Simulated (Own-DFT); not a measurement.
GaP (zincblende, strained, atoms displaced) (calculated)

Computed with Own-DFT development build. A calculation, not a measurement: plane-wave PBE density functional theory by an unreviewed code, no spin, of a simulated periodic cell, stress positive in tension, free energy of the whole cell less one offset for each atom, forces on such cells passed a denser k mesh, this cell's mesh not checked; offsets are fitted by least squares, one for each functional and potential file, so energies compare only between cells with the same atoms and settings and are not formation energies; the far tail of each file's local potential was reset to the Coulomb form; each entry is a single point on an unrelaxed cell, so the pressure reflects the starting lattice, mostly measured values (interpolated for alloys), from which strain is counted, and rises with the displacements; printed positions are rounded, which can move forces by about a meV/angstrom; the program, named Own-DFT, is a retired in-house code; no spin-orbit coupling.

Common to all runs: functional PBE; potential files PseudoDojo norm-conserving, scalar-relativistic, standard set; wave cutoff 42 hartree; occupations Fermi-Dirac; smearing width 0.1 eV; hardware one NVIDIA H100; k mesh 3 x 3 x 3 centred on Gamma.

(1) 
```cif
# cell vector a (Å): 10.8620 0.0000 0.0000
# cell vector b (Å): 0.0000 10.8620 0.0000
# cell vector c (Å): 0.0000 0.0000 10.9361
data_GaP
_symmetry_space_group_name_H-M 'P 1'
_symmetry_Int_Tables_number 1
_cell_length_a 10.8620
_cell_length_b 10.8620
_cell_length_c 10.9361
_cell_angle_alpha 90.000
_cell_angle_beta 90.000
_cell_angle_gamma 90.000
_cell_volume 1290.27
loop_
_atom_site_label
_atom_site_type_symbol
_atom_site_fract_x
_atom_site_fract_y
_atom_site_fract_z
_atom_site_occupancy
Ga1 Ga 0.00097 0.00070 0.00383 1
Ga2 Ga 0.00969 0.25792 0.25573 1
Ga3 Ga 0.24075 0.00563 0.25461 1
Ga4 Ga 0.24842 0.24182 0.00855 1
P1 P 0.11204 0.13208 0.12084 1
P2 P 0.13296 0.37413 0.37291 1
P3 P 0.38366 0.12561 0.38111 1
P4 P 0.38765 0.38175 0.12747 1
Ga5 Ga 0.97953 0.99899 0.49102 1
Ga6 Ga 0.00047 0.22864 0.76213 1
Ga7 Ga 0.24832 0.01169 0.74397 1
Ga8 Ga 0.25960 0.24717 0.49542 1
P5 P 0.12636 0.12722 0.63332 1
P6 P 0.12918 0.36159 0.87975 1
P7 P 0.37372 0.14155 0.88568 1
P8 P 0.36762 0.36942 0.61826 1
Ga9 Ga 0.00084 0.49869 0.00367 1
Ga10 Ga 0.99368 0.75160 0.24547 1
Ga11 Ga 0.24989 0.50122 0.23955 1
Ga12 Ga 0.24604 0.74764 0.00785 1
P9 P 0.12590 0.62430 0.11987 1
P10 P 0.11491 0.86329 0.36807 1
P11 P 0.38624 0.64004 0.37053 1
P12 P 0.38883 0.86785 0.12076 1
Ga13 Ga 0.99139 0.49242 0.49203 1
Ga14 Ga 0.99932 0.73602 0.75605 1
Ga15 Ga 0.25609 0.50137 0.74623 1
Ga16 Ga 0.24636 0.74503 0.50778 1
P13 P 0.12008 0.62107 0.62635 1
P14 P 0.13175 0.88404 0.87258 1
P15 P 0.37850 0.62909 0.87558 1
P16 P 0.37111 0.88283 0.61680 1
Ga17 Ga 0.48886 0.00821 0.00005 1
Ga18 Ga 0.49778 0.24098 0.23294 1
Ga19 Ga 0.75820 0.00199 0.24210 1
Ga20 Ga 0.75896 0.25424 0.00302 1
P17 P 0.62400 0.13008 0.12942 1
P18 P 0.60929 0.35992 0.37669 1
P19 P 0.87983 0.12702 0.37642 1
P20 P 0.88120 0.37558 0.12126 1
Ga21 Ga 0.48518 0.99525 0.49686 1
Ga22 Ga 0.49564 0.24223 0.74179 1
Ga23 Ga 0.75818 0.99831 0.76238 1
Ga24 Ga 0.73490 0.25214 0.49996 1
P21 P 0.62612 0.12212 0.62354 1
P22 P 0.62183 0.38300 0.88244 1
P23 P 0.87628 0.13273 0.86524 1
P24 P 0.86928 0.35384 0.61840 1
Ga25 Ga 0.49760 0.50238 0.00436 1
Ga26 Ga 0.51560 0.73835 0.23710 1
Ga27 Ga 0.73498 0.51008 0.24644 1
Ga28 Ga 0.74515 0.74149 0.99486 1
P25 P 0.60911 0.63128 0.11804 1
P26 P 0.61327 0.87216 0.36822 1
P27 P 0.87160 0.63038 0.38353 1
P28 P 0.88583 0.88089 0.12180 1
Ga29 Ga 0.50470 0.48988 0.49395 1
Ga30 Ga 0.48382 0.75055 0.76458 1
Ga31 Ga 0.76099 0.49617 0.74567 1
Ga32 Ga 0.75193 0.74515 0.49736 1
P29 P 0.62303 0.62198 0.61883 1
P30 P 0.62523 0.87262 0.86087 1
P31 P 0.86988 0.61193 0.87580 1
P32 P 0.87932 0.88192 0.63100 1
_calc_free_energy_of_cell_above_offsets '-28.047'  # eV
_calc_pressure 4.74  # GPa
_calc_stress_xx -4.75  # GPa
_calc_stress_yy -4.94  # GPa
_calc_stress_zz -4.52  # GPa
_calc_stress_yz 0.22  # GPa
_calc_stress_xz 1.32  # GPa
_calc_stress_xy -0.15  # GPa
_calc_wall_time 568.5  # s
```

Force:
| element | x (eV/Å) | y (eV/Å) | z (eV/Å) |
| --- | --- | --- | --- |
| Ga | 0.29 | 0.364 | -1.842 |
| Ga | -1.193 | -0.322 | -0.292 |
| Ga | 0.525 | -0.67 | -0.319 |
| Ga | 0.074 | 1.659 | 0.522 |
| P | 1.143 | -0.606 | 1.171 |
| P | 0.285 | 0.742 | 0.338 |
| P | -1.314 | 0.263 | -2.102 |
| P | -2.02 | -0.896 | -0.169 |
| Ga | 2.446 | -0.886 | 1.125 |
| Ga | 2.239 | 3.246 | -2.452 |
| Ga | 1.181 | -0.709 | 1.088 |
| Ga | -1.509 | -0.291 | 0.356 |
| P | -0.665 | 0.081 | -2.61 |
| P | -0.352 | 1.437 | -0.46 |
| P | 0.27 | -1.617 | -1.646 |
| P | 1.225 | 1.024 | 0.754 |
| Ga | 0.638 | -0.459 | -1.002 |
| Ga | 0.156 | -1.09 | 0.023 |
| Ga | 0.812 | 0.467 | 1.276 |
| Ga | 0.796 | 1.233 | -1.134 |
| P | -0.964 | -0.096 | 0.714 |
| P | 0.902 | 1.257 | 1.288 |
| P | -1.208 | -1.739 | 0.439 |
| P | -1.583 | 0.655 | 0.673 |
| Ga | 0.414 | -0.444 | 0.834 |
| Ga | 0.034 | 1.531 | 0.127 |
| Ga | -0.578 | -0.612 | 0.478 |
| Ga | 0.08 | 0.469 | -1.049 |
| P | 0.045 | -0.789 | -0.293 |
| P | -0.526 | -1.083 | 0.403 |
| P | -2.011 | -1.658 | 1.348 |
| P | -0.901 | -1.331 | 2.043 |
| Ga | 1.337 | -0.576 | -0.333 |
| Ga | -0.66 | 0.877 | 2.118 |
| Ga | -0.843 | -0.117 | 1.086 |
| Ga | -1.151 | -0.018 | -0.577 |
| P | 1.657 | -1.494 | -1.914 |
| P | 1.042 | 0.755 | -1.876 |
| P | -1.571 | 1.475 | -1.189 |
| P | -0.654 | 0.476 | 1.728 |
| Ga | 2.534 | 0.048 | 0.013 |
| Ga | 0.475 | 1.124 | 0.622 |
| Ga | -0.68 | 0.15 | -1.599 |
| Ga | 0.637 | -0.947 | -0.551 |
| P | -0.454 | -1.222 | 0.357 |
| P | 0.635 | -0.894 | -1.116 |
| P | -2.236 | -2.276 | 3.808 |
| P | 1.306 | 1.31 | 0.972 |
| Ga | 0.027 | -0.152 | -1.465 |
| Ga | -2.626 | 3.298 | 2.966 |
| Ga | 0.66 | -1.108 | 0.554 |
| Ga | 0.299 | 1.135 | -0.163 |
| P | 3.61 | -2.31 | -1.946 |
| P | 1.803 | 0.428 | 0.212 |
| P | 0.433 | -1.057 | -2.212 |
| P | -1.962 | -1.266 | -0.416 |
| Ga | -1.077 | 1.235 | 0.582 |
| Ga | 1.745 | 1.175 | -3.067 |
| Ga | -1.606 | -0.754 | -0.832 |
| Ga | -1.367 | 1.854 | 1.213 |
| P | -0.063 | -0.025 | 1.018 |
| P | -0.34 | 0.366 | 1.91 |
| P | 0.89 | 0.902 | 0.498 |
| P | -0.533 | -1.519 | -0.03 |

(2) 
```cif
# cell vector a (Å): 10.8620 0.0000 0.0000
# cell vector b (Å): 0.0000 10.8620 0.0000
# cell vector c (Å): 0.0000 0.0000 10.9361
data_GaP
_symmetry_space_group_name_H-M 'P 1'
_symmetry_Int_Tables_number 1
_cell_length_a 10.8620
_cell_length_b 10.8620
_cell_length_c 10.9361
_cell_angle_alpha 90.000
_cell_angle_beta 90.000
_cell_angle_gamma 90.000
_cell_volume 1290.27
loop_
_atom_site_label
_atom_site_type_symbol
_atom_site_fract_x
_atom_site_fract_y
_atom_site_fract_z
_atom_site_occupancy
Ga1 Ga 0.99781 0.00034 0.00408 1
Ga2 Ga 0.01428 0.26205 0.26090 1
Ga3 Ga 0.24293 0.00393 0.25624 1
Ga4 Ga 0.26015 0.24494 0.00770 1
P1 P 0.11745 0.13741 0.12199 1
P2 P 0.12442 0.38924 0.37811 1
P3 P 0.36212 0.11152 0.37665 1
P4 P 0.37937 0.37494 0.11046 1
Ga5 Ga 0.99922 0.99113 0.49797 1
Ga6 Ga 0.00016 0.25884 0.73010 1
Ga7 Ga 0.24467 0.99954 0.74614 1
Ga8 Ga 0.26198 0.24631 0.50213 1
P5 P 0.13074 0.12684 0.61956 1
P6 P 0.11272 0.36963 0.89066 1
P7 P 0.37551 0.12677 0.87913 1
P8 P 0.36050 0.38202 0.63138 1
Ga9 Ga 0.99350 0.50980 0.00171 1
Ga10 Ga 0.99597 0.74676 0.24528 1
Ga11 Ga 0.24867 0.49995 0.24587 1
Ga12 Ga 0.25505 0.74397 0.00620 1
P9 P 0.13128 0.61996 0.13296 1
P10 P 0.12096 0.87103 0.38657 1
P11 P 0.37620 0.63718 0.37210 1
P12 P 0.36332 0.88746 0.12308 1
Ga13 Ga 0.99210 0.50690 0.49759 1
Ga14 Ga 0.00230 0.75358 0.74948 1
Ga15 Ga 0.24053 0.50053 0.74417 1
Ga16 Ga 0.23947 0.75429 0.50920 1
P13 P 0.12610 0.61930 0.61313 1
P14 P 0.13327 0.86859 0.86885 1
P15 P 0.38800 0.63558 0.87902 1
P16 P 0.37734 0.86658 0.61756 1
Ga17 Ga 0.51888 0.00209 0.00677 1
Ga18 Ga 0.49995 0.25847 0.25740 1
Ga19 Ga 0.74960 0.99842 0.24384 1
Ga20 Ga 0.75581 0.24807 0.00139 1
P17 P 0.63316 0.12280 0.12537 1
P18 P 0.62709 0.38970 0.37804 1
P19 P 0.87074 0.13130 0.37378 1
P20 P 0.87213 0.36089 0.12814 1
Ga21 Ga 0.50282 0.98749 0.49428 1
Ga22 Ga 0.49286 0.23696 0.75578 1
Ga23 Ga 0.76005 0.99635 0.75205 1
Ga24 Ga 0.75631 0.25085 0.49898 1
P21 P 0.62379 0.14229 0.62152 1
P22 P 0.63054 0.37458 0.87238 1
P23 P 0.88438 0.13670 0.86898 1
P24 P 0.88502 0.37605 0.63083 1
Ga25 Ga 0.49061 0.51492 0.00429 1
Ga26 Ga 0.48530 0.74802 0.24627 1
Ga27 Ga 0.75932 0.48407 0.26566 1
Ga28 Ga 0.74609 0.74799 0.99290 1
P25 P 0.61793 0.61025 0.14786 1
P26 P 0.62830 0.88929 0.37607 1
P27 P 0.87908 0.60539 0.37475 1
P28 P 0.87865 0.85970 0.12384 1
Ga29 Ga 0.50910 0.50053 0.49663 1
Ga30 Ga 0.49500 0.75958 0.75025 1
Ga31 Ga 0.75063 0.50834 0.74943 1
Ga32 Ga 0.74353 0.76622 0.49920 1
P29 P 0.62653 0.62750 0.61911 1
P30 P 0.62318 0.87331 0.87290 1
P31 P 0.87949 0.60682 0.88243 1
P32 P 0.86348 0.87242 0.62965 1
_calc_free_energy_of_cell_above_offsets '-27.938'  # eV
_calc_pressure 4.71  # GPa
_calc_stress_xx -4.97  # GPa
_calc_stress_yy -4.51  # GPa
_calc_stress_zz -4.64  # GPa
_calc_stress_yz 0.19  # GPa
_calc_stress_xz -0.59  # GPa
_calc_stress_xy 0.33  # GPa
_calc_wall_time 572.7  # s
```

Force:
| element | x (eV/Å) | y (eV/Å) | z (eV/Å) |
| --- | --- | --- | --- |
| Ga | 0.313 | -0.057 | -0.847 |
| Ga | -1.291 | -0.726 | -0.539 |
| Ga | -1.587 | -0.519 | -1.236 |
| Ga | -1.314 | 0.219 | -0.917 |
| P | 0.663 | -1.265 | 0.942 |
| P | 1.236 | -0.855 | 0.731 |
| P | 2.396 | 1.559 | 0.356 |
| P | -0.115 | 0.239 | 2.141 |
| Ga | -1.052 | 1.439 | 0.795 |
| Ga | 2.237 | -1.762 | 2.56 |
| Ga | 1.073 | 0.138 | 0.087 |
| Ga | -0.983 | 0.876 | -0.327 |
| P | -0.878 | -0.376 | -0.042 |
| P | 1.156 | 0.301 | -1.342 |
| P | -0.2 | -1.884 | 0.239 |
| P | 2.54 | -0.995 | -0.888 |
| Ga | 1.73 | -2.45 | 2.514 |
| Ga | 1.027 | -1.009 | 1.489 |
| Ga | 1.554 | -0.602 | 0.764 |
| Ga | -0.326 | 0.416 | -0.377 |
| P | -1.206 | 1.052 | -1.38 |
| P | -0.173 | -0.14 | -2 |
| P | -1.326 | -1.612 | 1.491 |
| P | 1.129 | -0.398 | 0.109 |
| Ga | 1.36 | -1.644 | 1.491 |
| Ga | -0.311 | -1.155 | -0.121 |
| Ga | -0.496 | 0.261 | 2.237 |
| Ga | 1.194 | -0.775 | -1.022 |
| P | -1.016 | 0.739 | 1.483 |
| P | -0.63 | 0.35 | 1.185 |
| P | -1.977 | -0.428 | -1.093 |
| P | -0.468 | 1.344 | 0.717 |
| Ga | -1.907 | -0.347 | -0.642 |
| Ga | -0.202 | -0.68 | -0.393 |
| Ga | 1.155 | -0.011 | 0.309 |
| Ga | -0.608 | -0.007 | -0.999 |
| P | -0.348 | 1.271 | 0.551 |
| P | -0.449 | -3.065 | 0.6 |
| P | 1.254 | -0.969 | -0.453 |
| P | 0.918 | 1.596 | 0.612 |
| Ga | -0.715 | 2.156 | 1.362 |
| Ga | 0.643 | 2.215 | -0.569 |
| Ga | -1.285 | 1.893 | 0.648 |
| Ga | -0.398 | 1.007 | 0.371 |
| P | -0.173 | -2.269 | 0.133 |
| P | -0.963 | 0.232 | 0.424 |
| P | -0.302 | -1.301 | 0.092 |
| P | -2.506 | 1.965 | -2.145 |
| Ga | 2.142 | -1.254 | -0.201 |
| Ga | 1.265 | 1.543 | -0.629 |
| Ga | 0.175 | 0.468 | -2.547 |
| Ga | -0.125 | -1.401 | 0.877 |
| P | 0.938 | 1.195 | -1.263 |
| P | 0.057 | -1.864 | -1.815 |
| P | -1.282 | 3.916 | -0.772 |
| P | -1.062 | 1.627 | -0.62 |
| Ga | -2.182 | 0.932 | 1.007 |
| Ga | 0.846 | -0.888 | -0.468 |
| Ga | -0.238 | -1.065 | -0.209 |
| Ga | 0.195 | -1.804 | -0.544 |
| P | -0.048 | 0.688 | 0.772 |
| P | 0.625 | 0.594 | -0.04 |
| P | -1.665 | 3.54 | -2.141 |
| P | 1.983 | -0.193 | -0.507 |

(3) 
```cif
# cell vector a (Å): 10.8620 0.0000 0.0000
# cell vector b (Å): 0.0000 10.8620 0.0000
# cell vector c (Å): 0.0000 0.0000 10.9361
data_GaP
_symmetry_space_group_name_H-M 'P 1'
_symmetry_Int_Tables_number 1
_cell_length_a 10.8620
_cell_length_b 10.8620
_cell_length_c 10.9361
_cell_angle_alpha 90.000
_cell_angle_beta 90.000
_cell_angle_gamma 90.000
_cell_volume 1290.27
loop_
_atom_site_label
_atom_site_type_symbol
_atom_site_fract_x
_atom_site_fract_y
_atom_site_fract_z
_atom_site_occupancy
Ga1 Ga 0.00417 0.00523 0.00196 1
Ga2 Ga 0.99096 0.25087 0.23352 1
Ga3 Ga 0.24061 0.01053 0.26351 1
Ga4 Ga 0.23837 0.25385 0.00352 1
P1 P 0.12350 0.11692 0.12320 1
P2 P 0.12762 0.37240 0.36953 1
P3 P 0.36558 0.12836 0.37580 1
P4 P 0.36086 0.36348 0.11650 1
Ga5 Ga 0.99848 0.01019 0.49096 1
Ga6 Ga 0.00258 0.24428 0.75826 1
Ga7 Ga 0.25684 0.00599 0.74679 1
Ga8 Ga 0.25094 0.24228 0.51063 1
P5 P 0.14013 0.12104 0.62933 1
P6 P 0.12941 0.37276 0.87421 1
P7 P 0.37023 0.12358 0.87956 1
P8 P 0.36793 0.37835 0.62686 1
Ga9 Ga 0.00630 0.50558 0.00162 1
Ga10 Ga 0.01266 0.75802 0.25573 1
Ga11 Ga 0.25071 0.50201 0.24913 1
Ga12 Ga 0.25369 0.74968 0.00032 1
P9 P 0.11041 0.61724 0.13978 1
P10 P 0.12690 0.87511 0.37973 1
P11 P 0.37657 0.63034 0.38299 1
P12 P 0.35945 0.87583 0.11335 1
Ga13 Ga 0.00438 0.50679 0.51227 1
Ga14 Ga 0.99948 0.75345 0.73504 1
Ga15 Ga 0.25480 0.51760 0.76377 1
Ga16 Ga 0.24834 0.74751 0.49956 1
P13 P 0.13246 0.61043 0.63047 1
P14 P 0.13355 0.87549 0.87426 1
P15 P 0.37164 0.61877 0.86468 1
P16 P 0.38229 0.87510 0.61819 1
Ga17 Ga 0.49856 0.99975 0.98167 1
Ga18 Ga 0.50969 0.25136 0.25793 1
Ga19 Ga 0.74673 0.01463 0.24675 1
Ga20 Ga 0.75785 0.24649 0.00192 1
P17 P 0.62624 0.13069 0.12193 1
P18 P 0.62123 0.37693 0.37599 1
P19 P 0.86305 0.12058 0.36848 1
P20 P 0.87506 0.37377 0.11692 1
Ga21 Ga 0.49346 0.99682 0.48866 1
Ga22 Ga 0.49298 0.25702 0.74812 1
Ga23 Ga 0.75307 0.98988 0.74623 1
Ga24 Ga 0.73912 0.26619 0.49610 1
P21 P 0.60905 0.12211 0.62409 1
P22 P 0.61464 0.38584 0.86673 1
P23 P 0.87372 0.12674 0.87893 1
P24 P 0.89364 0.37522 0.63344 1
Ga25 Ga 0.48907 0.49358 0.99134 1
Ga26 Ga 0.49817 0.75324 0.26312 1
Ga27 Ga 0.75950 0.50022 0.25287 1
Ga28 Ga 0.75724 0.75465 0.98617 1
P25 P 0.62104 0.61815 0.12901 1
P26 P 0.62638 0.87122 0.35849 1
P27 P 0.87548 0.62145 0.36287 1
P28 P 0.88066 0.87684 0.11556 1
Ga29 Ga 0.48894 0.49643 0.50041 1
Ga30 Ga 0.50509 0.74472 0.74420 1
Ga31 Ga 0.74406 0.49911 0.74736 1
Ga32 Ga 0.76134 0.74847 0.50057 1
P29 P 0.62374 0.62538 0.63635 1
P30 P 0.62398 0.86993 0.88145 1
P31 P 0.86481 0.62327 0.86655 1
P32 P 0.87821 0.87985 0.61912 1
_calc_free_energy_of_cell_above_offsets '-28.733'  # eV
_calc_pressure 4.62  # GPa
_calc_stress_xx -4.85  # GPa
_calc_stress_yy -4.91  # GPa
_calc_stress_zz -4.11  # GPa
_calc_stress_yz -0.86  # GPa
_calc_stress_xz -1.96  # GPa
_calc_stress_xy -0.68  # GPa
_calc_wall_time 554.8  # s
```

Force:
| element | x (eV/Å) | y (eV/Å) | z (eV/Å) |
| --- | --- | --- | --- |
| Ga | -0.224 | -1.098 | -1.082 |
| Ga | 0.944 | -0.62 | 1.415 |
| Ga | 0.365 | -1.085 | -1.583 |
| Ga | -0.127 | -1.736 | -0.563 |
| P | 0.02 | 1.29 | 0.696 |
| P | -0.618 | -0.369 | 0.879 |
| P | 1.484 | 0.313 | 0.003 |
| P | 2.152 | 1.58 | 1.757 |
| Ga | 0.308 | -0.095 | 0.662 |
| Ga | 0.557 | -0.177 | -0.389 |
| Ga | 0.718 | -1.791 | 0.725 |
| Ga | -0.13 | 1.717 | -1.196 |
| P | -2.842 | 0.172 | -0.315 |
| P | -0.498 | 1.026 | -0.084 |
| P | -0.084 | 1.484 | -0.658 |
| P | -0.328 | 0.174 | 0.266 |
| Ga | -1.033 | -0.503 | -1.07 |
| Ga | -1.814 | -0.01 | -0.834 |
| Ga | 0.415 | -0.465 | 0.258 |
| Ga | -1.386 | -1.511 | -0.552 |
| P | 1.888 | 0.961 | -1.131 |
| P | -0.034 | 0.449 | 0.581 |
| P | -0.545 | -0.725 | -0.988 |
| P | 2.014 | 1.214 | 2.254 |
| Ga | -0.329 | -1.089 | -2.209 |
| Ga | 0.678 | -0.543 | 1.39 |
| Ga | -2.363 | -4.145 | -2.343 |
| Ga | 0.051 | 0.062 | 1.096 |
| P | -0.341 | 2.537 | -0.448 |
| P | -0.97 | -0.016 | -0.756 |
| P | 2.82 | 3.469 | 3.191 |
| P | -0.737 | -0.473 | 0.693 |
| Ga | -0.167 | -0.026 | 2.005 |
| Ga | -1.605 | -0.51 | -1.293 |
| Ga | -0.341 | -2.312 | -1.307 |
| Ga | -1.537 | 0.982 | -0.656 |
| P | -0.939 | -0.339 | -0.499 |
| P | 0.012 | 1.752 | -0.365 |
| P | 1.278 | 2.223 | 1.167 |
| P | -0.232 | 1.116 | 0.044 |
| Ga | 0.838 | -0.012 | -0.343 |
| Ga | -0.035 | -0.694 | 0.317 |
| Ga | -1.07 | 1.084 | 0.447 |
| Ga | 1.424 | -1.855 | 1.76 |
| P | 1.348 | 0.234 | -0.136 |
| P | 1.168 | -1.798 | 0.64 |
| P | 0.2 | -1.033 | -0.88 |
| P | -2.212 | -0.145 | -0.67 |
| Ga | 0.138 | 0.337 | 1.402 |
| Ga | -0.927 | -0.84 | -2.603 |
| Ga | -1.608 | -0.916 | -1.403 |
| Ga | -0.266 | -0.878 | 1.965 |
| P | -0.042 | 0.495 | -0.593 |
| P | 1.238 | 1.416 | 2.047 |
| P | 1.44 | 1.22 | 2.303 |
| P | -0.376 | -0.03 | 1.132 |
| Ga | 0.866 | 0.407 | 0.584 |
| Ga | -1.063 | 1.291 | 0.991 |
| Ga | 0.88 | -0.709 | -0.062 |
| Ga | -1.3 | -0.337 | -0.647 |
| P | 0.774 | -0.616 | -2.885 |
| P | -0.043 | 0.233 | -1.69 |
| P | 1.83 | 0.119 | 0.083 |
| P | 0.319 | 0.141 | -0.521 |

(4) 
```cif
# cell vector a (Å): 10.8620 0.0000 0.0000
# cell vector b (Å): 0.0000 10.8620 0.0000
# cell vector c (Å): 0.0000 0.0000 10.9361
data_GaP
_symmetry_space_group_name_H-M 'P 1'
_symmetry_Int_Tables_number 1
_cell_length_a 10.8620
_cell_length_b 10.8620
_cell_length_c 10.9361
_cell_angle_alpha 90.000
_cell_angle_beta 90.000
_cell_angle_gamma 90.000
_cell_volume 1290.27
loop_
_atom_site_label
_atom_site_type_symbol
_atom_site_fract_x
_atom_site_fract_y
_atom_site_fract_z
_atom_site_occupancy
Ga1 Ga 0.00359 0.00578 0.00384 1
Ga2 Ga 0.00552 0.25292 0.25736 1
Ga3 Ga 0.24039 0.00563 0.24443 1
Ga4 Ga 0.25580 0.24039 0.00041 1
P1 P 0.12951 0.13766 0.13387 1
P2 P 0.12674 0.38320 0.38016 1
P3 P 0.37969 0.11529 0.37945 1
P4 P 0.37701 0.37399 0.11276 1
Ga5 Ga 0.99835 0.00107 0.49257 1
Ga6 Ga 0.99764 0.24932 0.75068 1
Ga7 Ga 0.25226 0.99254 0.73597 1
Ga8 Ga 0.25623 0.24658 0.50174 1
P5 P 0.11629 0.13134 0.62311 1
P6 P 0.11397 0.37343 0.87171 1
P7 P 0.36723 0.12840 0.86788 1
P8 P 0.37177 0.37242 0.61344 1
Ga9 Ga 0.00302 0.50908 0.98797 1
Ga10 Ga 0.99681 0.73126 0.24704 1
Ga11 Ga 0.24752 0.49785 0.23904 1
Ga12 Ga 0.24334 0.73803 0.00694 1
P9 P 0.13324 0.61915 0.13457 1
P10 P 0.12534 0.87179 0.38381 1
P11 P 0.37094 0.63008 0.36768 1
P12 P 0.37538 0.87471 0.11321 1
Ga13 Ga 0.99075 0.49812 0.50702 1
Ga14 Ga 0.99715 0.74610 0.75585 1
Ga15 Ga 0.23986 0.49794 0.74025 1
Ga16 Ga 0.23944 0.74530 0.51074 1
P13 P 0.13690 0.62844 0.61133 1
P14 P 0.12519 0.86943 0.87885 1
P15 P 0.38823 0.62606 0.88816 1
P16 P 0.37636 0.87676 0.62874 1
Ga17 Ga 0.49825 0.98942 0.00551 1
Ga18 Ga 0.50308 0.25266 0.25612 1
Ga19 Ga 0.75318 0.99860 0.25723 1
Ga20 Ga 0.75425 0.24329 0.99027 1
P17 P 0.62146 0.13717 0.11213 1
P18 P 0.62836 0.37667 0.36149 1
P19 P 0.87454 0.12485 0.35987 1
P20 P 0.86303 0.39020 0.12093 1
Ga21 Ga 0.49457 0.99442 0.50551 1
Ga22 Ga 0.48977 0.27099 0.74902 1
Ga23 Ga 0.75485 0.00156 0.76777 1
Ga24 Ga 0.74890 0.24944 0.51016 1
P21 P 0.62311 0.11781 0.62256 1
P22 P 0.61530 0.37442 0.87453 1
P23 P 0.87466 0.12011 0.87399 1
P24 P 0.87848 0.37883 0.62615 1
Ga25 Ga 0.49721 0.51034 0.99908 1
Ga26 Ga 0.50365 0.74357 0.25298 1
Ga27 Ga 0.75001 0.49550 0.24427 1
Ga28 Ga 0.74229 0.74718 0.00026 1
P25 P 0.62182 0.62883 0.13562 1
P26 P 0.62360 0.87362 0.36545 1
P27 P 0.87749 0.62402 0.36722 1
P28 P 0.86962 0.86900 0.12931 1
Ga29 Ga 0.50609 0.49476 0.49793 1
Ga30 Ga 0.49878 0.75569 0.73820 1
Ga31 Ga 0.74495 0.50794 0.74222 1
Ga32 Ga 0.73967 0.75251 0.50898 1
P29 P 0.62927 0.61456 0.61716 1
P30 P 0.63695 0.87320 0.87942 1
P31 P 0.86745 0.62585 0.87379 1
P32 P 0.86345 0.87773 0.62455 1
_calc_free_energy_of_cell_above_offsets '-28.815'  # eV
_calc_pressure 4.6  # GPa
_calc_stress_xx -4.84  # GPa
_calc_stress_yy -4.95  # GPa
_calc_stress_zz -4.02  # GPa
_calc_stress_yz 0.81  # GPa
_calc_stress_xz 0.55  # GPa
_calc_stress_xy -0.68  # GPa
_calc_wall_time 602.4  # s
```

Force:
| element | x (eV/Å) | y (eV/Å) | z (eV/Å) |
| --- | --- | --- | --- |
| Ga | -0.014 | -0.737 | 0.568 |
| Ga | -0.741 | 1.381 | -0.483 |
| Ga | 1.357 | -1.438 | 0.943 |
| Ga | -0.598 | 1.045 | -0.443 |
| P | -0.973 | -0.426 | -1.21 |
| P | 0.177 | -0.639 | 0 |
| P | -0.686 | 0.83 | -0.864 |
| P | -0.049 | -0.001 | 1.238 |
| Ga | -0.672 | 0.111 | 0.388 |
| Ga | -0.441 | -0.079 | -0.015 |
| Ga | -1.536 | 1.488 | 1.804 |
| Ga | -1.026 | -0.526 | -1.056 |
| P | 0.755 | -0.997 | -0.317 |
| P | 1.441 | -0.025 | 0.353 |
| P | 0.98 | -1.096 | -0.466 |
| P | 0.159 | 1.378 | 0.692 |
| Ga | -0.508 | -0.327 | 1.269 |
| Ga | 0.731 | 2.13 | -0.108 |
| Ga | 1.676 | -1.495 | 1.55 |
| Ga | 0.952 | 0.952 | -0.776 |
| P | -2.034 | 0.612 | -1.926 |
| P | -0.211 | -0.076 | -1.386 |
| P | -0.109 | -0.772 | 1.144 |
| P | -1.287 | -0.912 | 2.137 |
| Ga | 1.124 | 1.061 | -1.498 |
| Ga | 0.07 | 0.592 | -1.061 |
| Ga | 1.133 | -0.122 | 0.956 |
| Ga | 3.476 | 2.897 | -3.173 |
| P | -4.063 | -2.66 | 3.497 |
| P | 0.152 | 0.391 | -0.295 |
| P | -2.558 | 1.455 | -3.15 |
| P | -0.386 | -1.155 | -1.392 |
| Ga | 0.9 | 1.766 | -1.519 |
| Ga | -0.828 | -0.679 | -1.107 |
| Ga | -0.99 | 0.083 | -1.774 |
| Ga | -0.444 | 1.502 | 0.499 |
| P | -0.037 | -1.573 | 1.345 |
| P | 0.181 | -0.29 | 2.156 |
| P | 0.264 | 0.753 | 2.094 |
| P | 2.363 | -2.162 | -1.559 |
| Ga | 1.211 | -0.107 | -0.932 |
| Ga | 0.224 | -2.039 | -0.19 |
| Ga | -1.045 | -0.606 | -2.231 |
| Ga | 0.064 | -0.154 | -1.375 |
| P | 0.002 | 0.746 | 1.403 |
| P | 1.504 | 0.962 | 0.073 |
| P | 1.608 | 1.092 | 0.542 |
| P | -1.15 | -0.763 | 0.816 |
| Ga | 1.852 | -1.717 | 1.56 |
| Ga | -1.261 | 1.341 | -0.268 |
| Ga | -0.423 | 1.614 | 0.859 |
| Ga | 0.727 | -0.358 | 0.991 |
| P | 0.651 | -1.01 | -1.502 |
| P | -0.308 | 0.16 | 1.667 |
| P | -1.533 | -0.825 | 1.98 |
| P | 0.89 | 0.216 | -0.466 |
| Ga | -0.891 | 0.13 | -1.331 |
| Ga | 1.21 | -1.124 | 1.746 |
| Ga | 0.541 | -1.634 | 1.541 |
| Ga | 0.765 | 0.18 | -1.73 |
| P | -1.57 | 1.408 | 0.152 |
| P | -2.09 | 0.112 | -0.747 |
| P | 0.071 | 0.012 | -0.101 |
| P | 1.25 | 0.123 | 0.482 |
